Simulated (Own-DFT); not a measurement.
# Computed records: SiC (4H silicon carbide, atoms displaced)

Computed with Own-DFT development build. A calculation, not a measurement: plane-wave PBE density functional theory by an unreviewed code, no spin, of a simulated periodic cell, stress positive in tension, free energy of the whole cell less one offset for each atom, forces on such cells passed a denser k mesh, this cell's mesh not checked; offsets are fitted by least squares, one for each functional and potential file, so energies compare only between cells with the same atoms and settings and are not formation energies; the far tail of each file's local potential was reset to the Coulomb form; each entry is a single point on an unrelaxed cell, so the pressure reflects the starting lattice, mostly measured values (interpolated for alloys), from which strain is counted, and rises with the displacements; printed positions are rounded, which can move forces by about a meV/angstrom; the program, named Own-DFT, is a retired in-house code; no spin-orbit coupling.

Settings shared by all entries: functional PBE; potential files PseudoDojo norm-conserving, scalar-relativistic, standard set; wave cutoff 42 hartree; occupations Fermi-Dirac; smearing width 0.1 eV; hardware one NVIDIA H100; k mesh 5 x 5 x 3 centred on Gamma.

(1) SiC (4H silicon carbide, atoms displaced)

```
SiC
1.0
      6.1654     0.0000     0.0000
     -3.0827     5.3394     0.0000
      0.0000     0.0000    10.0681
Si C Si C Si C Si C Si C Si C Si C Si C
2 2 2 2 2 2 2 2 2 2 2 2 2 2 2 2
Direct
  0.99022 0.99509 0.40540
  0.17560 0.33622 0.15448
  0.99235 0.99301 0.09243
  0.16555 0.32951 0.34296
  0.00299 0.50182 0.40629
  0.15998 0.82906 0.15518
  0.99884 0.49494 0.09428
  0.16047 0.82949 0.34258
  0.49628 0.99691 0.40716
  0.66626 0.33833 0.15497
  0.50345 0.99479 0.09394
  0.67403 0.34259 0.34336
  0.49749 0.49713 0.40093
  0.66022 0.83537 0.15907
  0.50567 0.49929 0.09471
  0.67067 0.83335 0.34053
  0.99594 0.99506 0.91076
  0.83978 0.66382 0.66096
  0.00621 0.00856 0.59002
  0.83275 0.66541 0.84393
  0.99874 0.50129 0.89935
  0.83076 0.17023 0.65399
  0.98689 0.49050 0.59699
  0.82673 0.16940 0.83961
  0.50894 0.00504 0.90490
  0.32048 0.66167 0.65752
  0.50289 0.00228 0.59500
  0.32751 0.66914 0.84048
  0.50080 0.49772 0.90822
  0.32945 0.15949 0.65492
  0.49855 0.50146 0.58973
  0.33917 0.16609 0.84291
```

- free energy of cell above offsets: -4.751 eV
- pressure: 3.75 GPa
- stress xx: -3.75 GPa
- stress yy: -2.29 GPa
- stress zz: -5.2 GPa
- stress yz: 0.05 GPa
- stress xz: -0.33 GPa
- stress xy: -0.18 GPa
- wall time: 128.3 s

Force:
```tsv
element	x (eV/Å)	y (eV/Å)	z (eV/Å)
Si	1.208	0.529	-0.063
Si	-1.16	-0.818	0.139
C	0.268	0.716	0.741
C	-0.193	0.151	-0.136
Si	-0.219	-0.375	-0.045
Si	0.663	-0.057	-0.247
C	0.113	0.352	-0.975
C	0.417	0.542	0.425
Si	0.095	0.63	-0.483
Si	1.413	-1.118	0.491
C	-1.591	0.844	-0.301
C	-0.246	-1.301	-0.064
Si	0.248	0.271	1.175
Si	1.235	-0.316	-0.737
C	-0.909	0.541	-0.419
C	-1.41	-0.259	0.889
Si	0.179	0.856	-1.576
Si	-2.334	0.76	-1.599
C	-0.57	-1.303	0.841
C	-0.413	0.347	0.509
Si	0.273	-0.294	1.674
Si	0.72	-1.446	0.365
C	0.949	1.346	-1.16
C	1.695	-0.234	0.573
Si	-1.083	-0.886	0.267
Si	1.636	0.203	-0.964
C	-0.62	-1.017	-0.619
C	1.141	-0.165	1.094
Si	-0.668	0.113	-0.996
Si	0.107	1.613	-0.196
C	0.116	-0.078	0.773
C	-1.058	-0.147	0.623
```

(2) SiC (4H silicon carbide, atoms displaced)

```
SiC
1.0
      6.1654     0.0000     0.0000
     -3.0827     5.3394     0.0000
      0.0000     0.0000    10.0681
Si C Si C Si C Si C Si C Si C Si C Si C
2 2 2 2 2 2 2 2 2 2 2 2 2 2 2 2
Direct
  0.99289 0.00567 0.40925
  0.15102 0.32144 0.15614
  0.99514 0.00255 0.09361
  0.16816 0.33483 0.33933
  0.99676 0.49526 0.40380
  0.16405 0.83541 0.16395
  0.00122 0.49749 0.09174
  0.16543 0.82921 0.34052
  0.49392 0.99884 0.40825
  0.67382 0.33648 0.15903
  0.50167 0.00669 0.09454
  0.66458 0.33659 0.34057
  0.50222 0.50193 0.40568
  0.66051 0.83875 0.15639
  0.50101 0.50798 0.09612
  0.68302 0.83476 0.34105
  0.99527 0.99431 0.90074
  0.84052 0.67056 0.65473
  0.00115 0.99882 0.59104
  0.83884 0.67461 0.84784
  0.99168 0.49315 0.90025
  0.83155 0.17006 0.66010
  0.99089 0.49908 0.59871
  0.83683 0.17330 0.84093
  0.50247 0.99964 0.90781
  0.33744 0.66798 0.65265
  0.50063 0.99022 0.59446
  0.34393 0.66998 0.84506
  0.48884 0.49301 0.90829
  0.32879 0.16564 0.65898
  0.50070 0.50423 0.59018
  0.33833 0.16792 0.84231
```

* free energy of cell above offsets: -4.392 eV
* pressure: 4.07 GPa
* stress xx: -1.49 GPa
* stress yy: -4.62 GPa
* stress zz: -6.1 GPa
* stress yz: -0.75 GPa
* stress xz: -0.88 GPa
* stress xy: 0.58 GPa
* wall time: 120.7 s

Force:
```tsv
element	x (eV/Å)	y (eV/Å)	z (eV/Å)
Si	1.976	0.047	-1.067
Si	1.304	1.704	-0.704
C	0.406	-1.01	-0.647
C	-0.235	-0.125	1.525
Si	-0.116	0.341	0.459
Si	0.041	-0.192	-3.054
C	-0.507	0.565	0.026
C	-0.388	0.428	2.523
Si	1.054	-0.016	-0.852
Si	-1.142	0.465	-1.437
C	-0.61	-0.203	0.146
C	0.453	-0.794	1.507
Si	-0.178	0.154	-0.756
Si	0.967	-0.45	-0.352
C	-0.112	-1.257	-0.121
C	-2.739	-0.186	0.699
Si	0.417	1.49	1.649
Si	-1.528	-0.071	0.783
C	-0.452	0.686	1.078
C	-0.662	-1.777	-1.429
Si	1.055	1.901	1.491
Si	0.311	-0.691	-1.342
C	1.6	-0.098	-1.47
C	-0.057	-1.363	0.69
Si	-0.184	0.028	-0.056
Si	-0.44	-0.768	1.173
C	-0.972	1.598	-0.196
C	-1.391	-0.4	-0.722
Si	1.237	0.978	0.486
Si	0.911	0.289	-1.189
C	0.539	-0.753	0.61
C	-0.558	-0.52	0.55
```

(3) SiC (4H silicon carbide, atoms displaced)

```
SiC
1.0
      6.1654     0.0000     0.0000
     -3.0827     5.3394     0.0000
      0.0000     0.0000    10.0681
Si C Si C Si C Si C Si C Si C Si C Si C
2 2 2 2 2 2 2 2 2 2 2 2 2 2 2 2
Direct
  0.99088 0.99545 0.40272
  0.17052 0.33627 0.15801
  0.99283 0.00120 0.09861
  0.16590 0.33313 0.34363
  0.00131 0.49103 0.40602
  0.17112 0.84277 0.15757
  0.99640 0.49534 0.08857
  0.16490 0.83172 0.34532
  0.51181 0.00367 0.40382
  0.67585 0.33493 0.15886
  0.50313 0.00581 0.09344
  0.67443 0.32710 0.34853
  0.49963 0.50893 0.40588
  0.67633 0.83757 0.15258
  0.50401 0.49983 0.09297
  0.66267 0.83195 0.34821
  0.00840 0.00234 0.90936
  0.82970 0.67011 0.65313
  0.00797 0.00257 0.59745
  0.83783 0.66835 0.83773
  0.99447 0.49558 0.90658
  0.82505 0.17084 0.65560
  0.00093 0.50573 0.59468
  0.83439 0.16760 0.84853
  0.49217 0.00193 0.90378
  0.33534 0.67757 0.65318
  0.49120 0.00066 0.59254
  0.33772 0.66642 0.84754
  0.50741 0.51159 0.90333
  0.34203 0.16277 0.65804
  0.50338 0.51463 0.59363
  0.32883 0.16530 0.84391
```

* free energy of cell above offsets: -4.484 eV
* pressure: 3.91 GPa
* stress xx: -4.49 GPa
* stress yy: -3.91 GPa
* stress zz: -3.34 GPa
* stress yz: 0.35 GPa
* stress xz: 0.59 GPa
* stress xy: -0.32 GPa
* wall time: 125.4 s

Force:
```tsv
element	x (eV/Å)	y (eV/Å)	z (eV/Å)
Si	1.627	0.441	1.595
Si	-0.312	0.426	-0.796
C	2.116	0.717	-0.996
C	0.621	-0.287	-0.007
Si	-0.489	1.585	0.568
Si	0.286	-1.198	-0.106
C	0.577	1.196	1.518
C	0.399	0.012	-0.172
Si	-2.274	-0.69	0.615
Si	-0.718	-0.095	-0.366
C	-0.013	-0.43	0.083
C	-1.355	1.24	-0.832
Si	0.926	-1.716	0.521
Si	-2.286	-1.009	0.878
C	0.123	0.189	0.337
C	0.564	0.148	-1.68
Si	-1.487	-0.456	-0.683
Si	0.727	0.538	0.013
C	-1.228	0.497	-1.144
C	-0.159	0.139	1.403
Si	0.516	0.544	-0.779
Si	1.81	-0.208	0.708
C	-0.085	-0.5	-0.431
C	-0.399	-0.573	-0.888
Si	1.395	-0.092	0.891
Si	-0.044	-1.335	1.315
C	1.767	0.353	-0.531
C	-1.27	0.49	-1.007
Si	0.557	-1.079	0.396
Si	-2.624	1.566	-0.358
C	0.061	-1.429	-0.215
C	0.673	1.016	0.15
```

(4) SiC (4H silicon carbide, atoms displaced)

```
SiC
1.0
      6.1654     0.0000     0.0000
     -3.0827     5.3394     0.0000
      0.0000     0.0000    10.0681
Si C Si C Si C Si C Si C Si C Si C Si C
2 2 2 2 2 2 2 2 2 2 2 2 2 2 2 2
Direct
  0.99899 0.99567 0.40417
  0.17742 0.34101 0.16061
  0.99297 0.99071 0.09440
  0.17122 0.33950 0.33714
  0.00246 0.49783 0.40541
  0.16191 0.82238 0.15109
  0.99459 0.49912 0.09608
  0.16751 0.83504 0.34327
  0.50555 0.99273 0.40208
  0.66592 0.33219 0.15624
  0.50412 0.00230 0.09602
  0.67462 0.34534 0.34555
  0.50618 0.49921 0.40903
  0.66382 0.83519 0.15432
  0.50194 0.50331 0.09330
  0.66886 0.83601 0.34279
  0.00037 0.00159 0.91107
  0.83524 0.66788 0.65275
  0.00260 0.00704 0.59351
  0.83552 0.67244 0.84343
  0.00362 0.49084 0.91122
  0.84090 0.17789 0.65222
  0.00253 0.50114 0.59148
  0.84765 0.17779 0.84413
  0.50259 0.99895 0.90373
  0.32700 0.66421 0.64992
  0.50355 0.99543 0.59151
  0.33881 0.66627 0.83921
  0.49815 0.49820 0.90608
  0.34342 0.16888 0.65240
  0.49220 0.49425 0.59646
  0.33805 0.16515 0.84449
```

* free energy of cell above offsets: -4.751 eV
* pressure: 3.72 GPa
* stress xx: -3.24 GPa
* stress yy: -3.66 GPa
* stress zz: -4.26 GPa
* stress yz: -0.68 GPa
* stress xz: 0.35 GPa
* stress xy: 0.69 GPa
* wall time: 124.1 s

Force:
```tsv
element	x (eV/Å)	y (eV/Å)	z (eV/Å)
Si	0.193	1.044	0.046
Si	-0.806	-1.158	-2.008
C	0.505	1.329	0.414
C	0.453	-0.61	2.638
Si	0.056	0.75	-0.538
Si	-0.239	1.534	1.18
C	1.219	-0.885	-0.373
C	0.569	-0.404	-0.261
Si	-1.469	1.342	0.494
Si	-0.381	0.402	0.393
C	-0.738	-0.413	-0.874
C	0.254	-1.65	-0.339
Si	-1.013	0.261	-0.497
Si	0.709	-0.325	0.423
C	-0.007	-0.273	-0.049
C	0.63	-0.831	-0.095
Si	0.559	-0.241	-1.384
Si	-0.506	0.507	1.063
C	0.537	-0.453	-0.617
C	0.57	-0.811	0.226
Si	-0.878	2.137	-1.165
Si	0.157	-1.367	1.097
C	-0.684	0.288	-0.507
C	-0.765	-1.512	-0.38
Si	0.424	0.254	0.077
Si	0.973	0.346	1.42
C	-0.062	0.629	-0.305
C	-0.684	-0.059	0.764
Si	0.772	0.29	-0.638
Si	-0.874	-1.02	0.986
C	0.887	0.9	-1.06
C	-0.362	0.001	-0.132
```

(5) SiC (4H silicon carbide, atoms displaced)

```
SiC
1.0
      6.1654     0.0000     0.0000
     -3.0827     5.3394     0.0000
      0.0000     0.0000    10.0681
Si C Si C Si C Si C Si C Si C Si C Si C
2 2 2 2 2 2 2 2 2 2 2 2 2 2 2 2
Direct
  0.00207 0.99798 0.40246
  0.17063 0.33257 0.15816
  0.00343 0.00592 0.09364
  0.16929 0.33635 0.33771
  0.99980 0.49468 0.40583
  0.17137 0.83740 0.15692
  0.99255 0.48771 0.09426
  0.17635 0.83316 0.34507
  0.49434 0.99689 0.40513
  0.65787 0.33476 0.16073
  0.50535 0.99757 0.09554
  0.66134 0.32476 0.33993
  0.50264 0.49697 0.40945
  0.66756 0.82595 0.15261
  0.50462 0.49994 0.09348
  0.67026 0.83620 0.34192
  0.98823 0.99232 0.90638
  0.83532 0.66963 0.65583
  0.00041 0.00146 0.59201
  0.83371 0.67485 0.83871
  0.00239 0.49796 0.90743
  0.83455 0.17094 0.65695
  0.98746 0.49251 0.59368
  0.83711 0.17214 0.83856
  0.50084 0.99916 0.90871
  0.34233 0.67644 0.65067
  0.49427 0.00303 0.59456
  0.32664 0.66311 0.84133
  0.50499 0.50155 0.90643
  0.32968 0.16521 0.65879
  0.50563 0.50541 0.59366
  0.31737 0.15811 0.84589
```

- free energy of cell above offsets: -4.808 eV
- pressure: 3.6 GPa
- stress xx: -2.12 GPa
- stress yy: -2.8 GPa
- stress zz: -5.88 GPa
- stress yz: -0.15 GPa
- stress xz: 0.07 GPa
- stress xy: -0.33 GPa
- wall time: 118 s

Force:
```tsv
element	x (eV/Å)	y (eV/Å)	z (eV/Å)
Si	-0.112	0.333	0.395
Si	-0.704	0.367	-1.341
C	0.253	-1.001	-0.042
C	0.487	-0.408	2.061
Si	-0.441	0.08	-0.268
Si	0.07	-1.068	-0.573
C	-0.068	1.312	0.22
C	-1.642	-0.724	-0.386
Si	1.45	0.385	0.411
Si	1.829	-0.795	-1.481
C	-0.654	0.218	-0.299
C	0.019	0.855	1.699
Si	-0.248	0.489	-1.086
Si	-0.128	1.158	1.052
C	-0.673	-0.182	-0.395
C	-0.004	-0.775	0.37
Si	0.37	1.272	-0.043
Si	-0.064	0.18	-0.568
C	-0.161	0.173	-0.274
C	0.427	-1.492	1.295
Si	-0.725	0.315	-0.361
Si	-0.092	-0.889	-0.786
C	1.287	1.206	-0.583
C	-0.635	-0.706	1.547
Si	-0.529	0.018	-0.855
Si	-1.019	-1.291	1.006
C	0.819	0.35	-0.59
C	1.091	0.598	0.396
Si	-0.942	-0.646	-0.81
Si	-0.31	0.442	-0.08
C	-0.387	-0.624	0.164
C	1.435	0.85	0.202
```

(6) SiC (4H silicon carbide, atoms displaced)

```
SiC
1.0
      6.1654     0.0000     0.0000
     -3.0827     5.3394     0.0000
      0.0000     0.0000    10.0681
Si C Si C Si C Si C Si C Si C Si C Si C
2 2 2 2 2 2 2 2 2 2 2 2 2 2 2 2
Direct
  0.99780 0.00442 0.41538
  0.15946 0.33004 0.15609
  0.99937 0.00326 0.09286
  0.17439 0.33496 0.34187
  0.00092 0.49940 0.40798
  0.16536 0.83436 0.15752
  0.00373 0.49918 0.09303
  0.15849 0.82498 0.33534
  0.49804 0.99809 0.40610
  0.67046 0.34238 0.15528
  0.50195 0.99878 0.09026
  0.66949 0.32989 0.34184
  0.49917 0.51075 0.40785
  0.66458 0.83684 0.15602
  0.50581 0.50180 0.09614
  0.67459 0.83927 0.34520
  0.00688 0.00376 0.90637
  0.83243 0.66807 0.65469
  0.99900 0.00734 0.59238
  0.83290 0.66768 0.84468
  0.99256 0.50667 0.90858
  0.82790 0.17037 0.65104
  0.99166 0.50290 0.59417
  0.83123 0.17026 0.84311
  0.49464 0.99837 0.91262
  0.34305 0.67410 0.65779
  0.50196 0.98637 0.59299
  0.33516 0.67281 0.84455
  0.49633 0.49878 0.91208
  0.33064 0.17023 0.66011
  0.49798 0.49659 0.59320
  0.33611 0.17328 0.84801
```

* free energy of cell above offsets: -4.597 eV
* pressure: 3.9 GPa
* stress xx: -1.64 GPa
* stress yy: -3.16 GPa
* stress zz: -6.9 GPa
* stress yz: 0.53 GPa
* stress xz: -0.75 GPa
* stress xy: 0.1 GPa
* wall time: 122.5 s

Force:
```tsv
element	x (eV/Å)	y (eV/Å)	z (eV/Å)
Si	1.179	-0.082	-3.126
Si	1.08	0.374	0.07
C	0.202	-0.478	0.086
C	-0.953	-0.12	0.99
Si	-0.155	-0.068	-0.958
Si	0.105	0.064	-1.381
C	-0.789	0.593	0.133
C	0.21	0.943	3.081
Si	-0.401	-0.047	-0.768
Si	0.675	-1.192	0.391
C	-0.809	0.556	1.861
C	-0.782	0.469	0.815
Si	1.369	-1.136	-0.814
Si	0.756	-0.102	0.188
C	-1.208	0.119	0.022
C	-0.756	-0.055	-0.019
Si	-1.568	0.025	-0.223
Si	-0.435	0.258	0.666
C	0.515	-0.441	1.63
C	-0.725	0.506	-0.165
Si	1.604	-0.929	-0.917
Si	0.453	0.132	1.704
C	1.454	0.299	-0.319
C	0.116	-0.122	0.086
Si	0.954	0.497	-2.148
Si	-0.942	-1.825	0.485
C	-1.795	1.983	-0.433
C	-0.24	-0.634	0.48
Si	0.001	1.083	-0.934
Si	0.821	-0.594	-0.418
C	-0.093	0.435	0.323
C	0.159	-0.51	-0.39
```

(7) SiC (4H silicon carbide, atoms displaced)

```
SiC
1.0
      6.1654     0.0000     0.0000
     -3.0827     5.3394     0.0000
      0.0000     0.0000    10.0681
Si C Si C Si C Si C Si C Si C Si C Si C
2 2 2 2 2 2 2 2 2 2 2 2 2 2 2 2
Direct
  0.99286 0.99938 0.40733
  0.17717 0.34200 0.15952
  0.99313 0.00504 0.09599
  0.16512 0.33270 0.33852
  0.99810 0.49777 0.40571
  0.17791 0.84026 0.15097
  0.99415 0.48777 0.09535
  0.15996 0.82395 0.34462
  0.49614 0.00279 0.40741
  0.67809 0.33714 0.15605
  0.49710 0.00886 0.09260
  0.67131 0.33240 0.34642
  0.49946 0.50277 0.40077
  0.66407 0.82734 0.15603
  0.50090 0.49449 0.09135
  0.66140 0.83298 0.33826
  0.00259 0.99577 0.91008
  0.83940 0.67629 0.65127
  0.00300 0.00554 0.59525
  0.83303 0.66775 0.84592
  0.01232 0.50974 0.90737
  0.83245 0.17339 0.66028
  0.00776 0.50744 0.59775
  0.83561 0.16867 0.84250
  0.49866 0.98912 0.90504
  0.32757 0.66337 0.65171
  0.49453 0.99734 0.59062
  0.32998 0.66642 0.84145
  0.51033 0.50886 0.90635
  0.33153 0.15785 0.65270
  0.50668 0.50232 0.59455
  0.33133 0.17500 0.84690
```

- free energy of cell above offsets: -4.525 eV
- pressure: 3.78 GPa
- stress xx: -3.58 GPa
- stress yy: -3.19 GPa
- stress zz: -4.57 GPa
- stress yz: 0.34 GPa
- stress xz: 0.75 GPa
- stress xy: -2.19 GPa
- wall time: 117.4 s

Force:
```tsv
element	x (eV/Å)	y (eV/Å)	z (eV/Å)
Si	0.665	-0.206	-0.818
Si	-0.653	-1.286	-1.587
C	1.35	-0.339	-0.068
C	0.216	-0.064	1.995
Si	0.516	0.169	0.416
Si	-2.074	-1.019	1.268
C	1.327	2.296	-0.743
C	-0.124	1.335	-0.327
Si	0.125	-0.794	-0.917
Si	-1.324	-0.619	0.381
C	1.766	-0.903	-0.233
C	-0.905	0.093	-0.621
Si	0.282	-0.278	1.038
Si	-0.477	0.795	-0.714
C	0.15	0.875	0.665
C	0.002	0.226	1.466
Si	-0.784	1.114	-0.591
Si	-0.194	-0.689	1.363
C	-0.813	0.178	-0.805
C	0.942	0.377	-0.642
Si	-1.342	-1.715	-0.094
Si	0.252	-0.483	-0.636
C	-1.191	-1.041	-1.392
C	-0.039	-0.195	1.055
Si	-0.711	2.258	-0.211
Si	1.662	0.538	0.845
C	0.989	0.101	0.607
C	1.09	0.129	0.089
Si	-0.873	-1.162	-0.472
Si	-0.393	1.667	1.38
C	-0.664	-0.343	-0.938
C	1.23	-1.014	-0.76
```

(8) SiC (4H silicon carbide, atoms displaced)

```
SiC
1.0
      6.1654     0.0000     0.0000
     -3.0827     5.3394     0.0000
      0.0000     0.0000    10.0681
Si C Si C Si C Si C Si C Si C Si C Si C
2 2 2 2 2 2 2 2 2 2 2 2 2 2 2 2
Direct
  0.98894 0.99552 0.40537
  0.16385 0.32663 0.15555
  0.00099 0.99921 0.09319
  0.16983 0.33762 0.34291
  0.99397 0.50255 0.40611
  0.17141 0.83702 0.15069
  0.98847 0.49212 0.09768
  0.16301 0.83159 0.34473
  0.50611 0.00086 0.40978
  0.66813 0.33719 0.15874
  0.48735 0.99095 0.08976
  0.66462 0.33002 0.34255
  0.49276 0.49206 0.40502
  0.66457 0.83537 0.15119
  0.50182 0.50738 0.09747
  0.67779 0.84275 0.33541
  0.99012 0.99403 0.90409
  0.84249 0.67418 0.65800
  0.99776 0.98725 0.59664
  0.83691 0.67024 0.84597
  0.99752 0.49434 0.90520
  0.81312 0.16268 0.65183
  0.00262 0.50429 0.59290
  0.83776 0.16983 0.84217
  0.49834 0.00135 0.90788
  0.34314 0.66833 0.65162
  0.49219 0.98530 0.59131
  0.32885 0.66075 0.84391
  0.50247 0.50058 0.90903
  0.32563 0.16541 0.65293
  0.50462 0.50189 0.59402
  0.34082 0.16914 0.84098
```

- free energy of cell above offsets: -4.500 eV
- pressure: 3.93 GPa
- stress xx: -3.31 GPa
- stress yy: -4.19 GPa
- stress zz: -4.29 GPa
- stress yz: 0.15 GPa
- stress xz: -0.45 GPa
- stress xy: -0.84 GPa
- wall time: 119.3 s

Force:
```tsv
element	x (eV/Å)	y (eV/Å)	z (eV/Å)
Si	1.845	0.736	0.091
Si	-0.372	0.871	0.219
C	-0.375	-0.029	-0.775
C	-0.863	-0.794	0.531
Si	0.895	0.047	-0.345
Si	-1.194	-1.426	1.648
C	1.285	0.644	-1.165
C	0.444	0.712	-0.432
Si	-0.815	-0.754	-2.02
Si	-0.766	-0.932	-0.537
C	1.301	1.647	0.56
C	-0.274	-0.03	0.907
Si	0.641	1.302	-0.233
Si	0.203	0.408	0.47
C	0.097	-1.184	-0.723
C	-1.572	-1.362	1.416
Si	1.37	1.321	0.164
Si	-0.328	-1.815	0.279
C	-1.658	2.162	-1.251
C	-0.158	-0.866	-0.248
Si	-0.047	0.603	0.546
Si	2.56	0.67	0.922
C	-0.035	-0.798	0.044
C	-1.069	-0.876	-0.143
Si	0.288	-0.456	-1.319
Si	-1.133	-1.625	1.47
C	-0.722	1.774	0.135
C	0.504	0.72	-0.128
Si	-0.313	-0.155	-0.569
Si	0.875	0.128	0.656
C	0.358	-0.395	-0.608
C	-0.971	-0.247	0.439
```
